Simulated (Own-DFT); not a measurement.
# Computed records: TiSi₂ (C49 TiSi2 crystal, strained, atoms displaced)

All values are calculated (Own-DFT development build). A calculation, not a measurement: plane-wave density functional theory by an unreviewed code, no spin, of a simulated periodic cell, stress positive in tension, run twice, with PBE and with PBEsol, both on files made for PBE, so the change isn't that of files made for PBEsol, forces on such cells moved up to 12 meV/angstrom on a denser k mesh; the far tail of each file's local potential was reset to the Coulomb form; each entry is a single point on an unrelaxed cell, so the pressure reflects the starting lattice, taken from the Materials Project, from which strain is counted, and rises with the displacements; printed positions are rounded, which can move forces by about a meV/angstrom; the program, named Own-DFT, is a retired in-house code; no spin-orbit coupling; stress was not checked against mesh or cutoff.

```xyz
60
Lattice="5.3189 -6.7169 3.6399 6.9984 0.0853 -6.9793 5.2462 6.5367 3.4061" Properties=species:S:1:pos:R:3:PBE_force_x:R:1:PBE_force_y:R:1:PBE_force_z:R:1:PBEsol_force_x:R:1:PBEsol_force_y:R:1:PBEsol_force_z:R:1 formula=TiSi2 functional=PBE,then_PBEsol potential_files=PseudoDojo_norm-conserving,scalar-relativistic,standard_set wave_cutoff=42 occupations=cold_(Marzari-Vanderbilt) smearing_width=0.2 k_mesh=4_x_4_x_4_centred_on_Gamma PBE_pressure=9.96 PBE_stress_xx=-7.78 PBE_stress_yy=-9.75 PBE_stress_zz=-12.34 PBE_stress_yz=-5.38 PBE_stress_xz=1.03 PBE_stress_xy=-1.48 PBEsol_pressure=6.46 PBEsol_stress_xx=-4.18 PBEsol_stress_yy=-6.02 PBEsol_stress_zz=-9.19 PBEsol_stress_yz=-5.41 PBEsol_stress_xz=1.04 PBEsol_stress_xy=-1.47 rms_change_of_force_components_from_PBE_to_PBEsol=0.022
Ti    12.3076    -5.3087    -2.5371      0.245      -0.43      0.817      0.242     -0.436      0.796
Ti    14.0362    -1.4833    -0.7746      0.127      0.823      0.017      0.126      0.835      0.019
Si    12.3322    -0.8229    -2.5714     -0.196     -0.996      0.833     -0.193     -1.058      0.819
Si     8.7186     0.7545    -4.3246      0.775      0.753      -0.81      0.765      0.814     -0.795
Si     6.9915    -3.4426     4.3570      1.061      0.068      1.087      1.076      0.071      1.104
Si    12.3792    -3.4468    -0.8596     -0.598      0.249      1.088     -0.597      0.244      1.088
Ti     8.8176    -5.3711     0.9560     -0.344      0.314      0.178     -0.342      0.283       0.19
Ti    10.4991    -1.4418     2.7014       0.05      -0.53      0.476       0.06     -0.499      0.459
Si     8.7634    -0.9032     0.8747      0.009      0.092      0.586      0.013      0.042      0.578
Si     5.2004     0.7632    -0.9136      0.772      1.288      1.132      0.758      1.346      1.141
Si    10.5982    -3.3593     0.9830     -0.371      -0.57     -0.227     -0.385     -0.555     -0.233
Si     8.7757    -3.5247     2.7482      0.745        0.9     -0.304      0.756      0.886     -0.305
Ti    14.0380     1.2684     0.8779     -0.125     -0.727      0.123     -0.113     -0.732      0.131
Ti    10.5192    -1.4344    -0.7839      0.603      0.109     -0.832      0.599      0.122     -0.828
Si     8.8476    -0.7757    -2.6171     -0.389     -0.709      0.974     -0.383     -0.765      0.969
Si    10.5304    -5.8913    -0.7285      0.718      0.457      0.838      0.703      0.515      0.856
Si    10.5511    -3.3657    -2.5678      0.049      0.141      0.232      0.051      0.145      0.228
Si     8.8783    -3.3781    -0.8639     -0.633      0.066      1.053     -0.634      0.062      1.062
Ti     7.0624     1.1489     4.3420      0.407      1.268      0.931      0.405      1.242      0.926
Ti    10.6085    -1.3840    -4.2070     -0.704       0.31     -1.829     -0.697      0.321      -1.81
Si     1.6989    -0.7917     0.8618      0.665     -0.377      0.339      0.656     -0.424      0.319
Si    15.8374     0.7136    -0.7723      -1.14      0.312     -0.061     -1.121       0.37     -0.056
Si     8.7414     3.2004     4.3608       0.74     -0.101     -0.077      0.761     -0.098     -0.073
Si    14.0451     3.2210    -0.9356     -0.252     -0.037      0.731     -0.263     -0.038      0.748
Ti    10.4375     1.1807     4.4767      1.521      0.214     -1.425      1.506      0.188     -1.409
Ti     7.0343    -1.4579     2.6846      0.442     -0.046     -0.137      0.426     -0.028     -0.128
Si     5.2988    -0.7574     0.8673     -0.094     -0.458      0.853     -0.092     -0.518      0.835
Si     7.0700    -5.9168     2.7275     -0.032       0.37      0.457     -0.035      0.425       0.47
Si     7.0360    -3.3270     0.9925      0.254     -0.632     -0.433      0.263     -0.613     -0.433
Si     5.2972    -3.4632     2.7354     -0.317      0.604     -0.737     -0.332      0.592      -0.75
Ti    10.5310     1.2792     0.9035      0.198     -0.105     -0.682      0.194     -0.123     -0.673
Ti     7.0015    -1.4119    -0.8107      0.568      0.315     -0.209      0.559      0.327     -0.207
Si     5.2217    -0.7747    -2.5051      0.481      -0.85     -2.046      0.478     -0.911     -2.053
Si    12.2653     0.6658     2.6555     -0.056      0.073      0.316     -0.054      0.122      0.317
Si     7.0519    -3.3426    -2.4650     -0.016      0.045     -0.943     -0.015      0.048     -0.957
Si    10.5935     3.1221     2.6338     -0.865      0.508      0.213     -0.878      0.501      0.205
Ti    10.5738     1.3474    -2.6559      -0.43      0.067      0.557     -0.433      0.033      0.548
Ti     7.0538    -1.3900    -4.2570     -0.601      1.095     -0.215     -0.591      1.107     -0.218
Si    10.4968     5.8828    -2.6410      0.089     -1.145     -0.864      0.088     -1.207     -0.882
Si    12.3255     0.7236    -0.8965     -0.479      0.264      1.143     -0.472      0.316      1.157
Si    12.2933     3.3795    -2.6520     -0.334     -0.775      0.226     -0.346     -0.761       0.24
Si    10.4894     3.3556    -0.8765      0.578     -1.013     -0.108      0.592     -0.996     -0.113
Ti     7.0677     1.3808     0.8405     -0.641     -1.367     -0.035     -0.634     -1.375     -0.031
Ti     3.5525    -1.3397    -0.7753     -0.896     -0.668     -0.332     -0.884     -0.631     -0.332
Si     7.0014     5.7955     0.8242          0     -0.688      -0.85          0     -0.743     -0.859
Si     8.7916     0.7018     2.6093     -0.073     -0.271      0.341     -0.071      -0.23      0.353
Si     8.7590     3.2616     0.8147      0.122      0.164      0.555      0.112      0.157      0.562
Si     7.0311     3.1827     2.6427       0.23      0.446     -0.507      0.236      0.434     -0.526
Ti     7.1396     1.3051    -2.5756     -1.996      0.498     -0.542     -1.976      0.471     -0.535
Ti     8.7126     5.1759    -0.9951      0.221      1.886      1.163      0.225      1.881      1.152
Si    12.1846    -0.9347     0.9444          1      0.336     -0.388      0.986      0.289     -0.401
Si     8.8175     0.7479    -0.8625      0.236      0.176      0.335      0.231      0.232      0.343
Si     8.7664     3.3889    -2.6488      0.156     -1.274       -0.6      0.152     -1.251     -0.598
Si     7.0194     3.3179    -0.9829     -0.467     -0.353       0.89     -0.459     -0.354      0.905
Ti     3.4690     1.3214     0.8631      0.321     -0.552       0.51      0.319     -0.563      0.489
Ti     5.2260     5.2114     2.5095      0.331     -0.213      0.858      0.326      -0.19      0.861
Si     8.7765    -0.8786     4.5049     -0.129     -0.761     -1.453     -0.128     -0.801     -1.465
Si     5.3701     0.6221     2.7255     -0.859      0.878     -1.779     -0.845      0.931     -1.754
Si     5.2519     3.1695     0.9401      0.119      0.783     -1.149      0.129      0.772     -1.158
Si    10.5530     3.3411    -4.3621     -0.799     -0.224     -0.278     -0.819     -0.223     -0.288
```

Units: wave_cutoff in hartree; smearing_width in eV; PBE_pressure, PBE_stress_xx, PBE_stress_yy, PBE_stress_zz, PBE_stress_yz, PBE_stress_xz, PBE_stress_xy, PBEsol_pressure, PBEsol_stress_xx, PBEsol_stress_yy, PBEsol_stress_zz, PBEsol_stress_yz, PBEsol_stress_xz, PBEsol_stress_xy in GPa; rms_change_of_force_components_from_PBE_to_PBEsol, PBE_force_x, PBE_force_y, PBE_force_z, PBEsol_force_x, PBEsol_force_y, PBEsol_force_z in eV/Å.
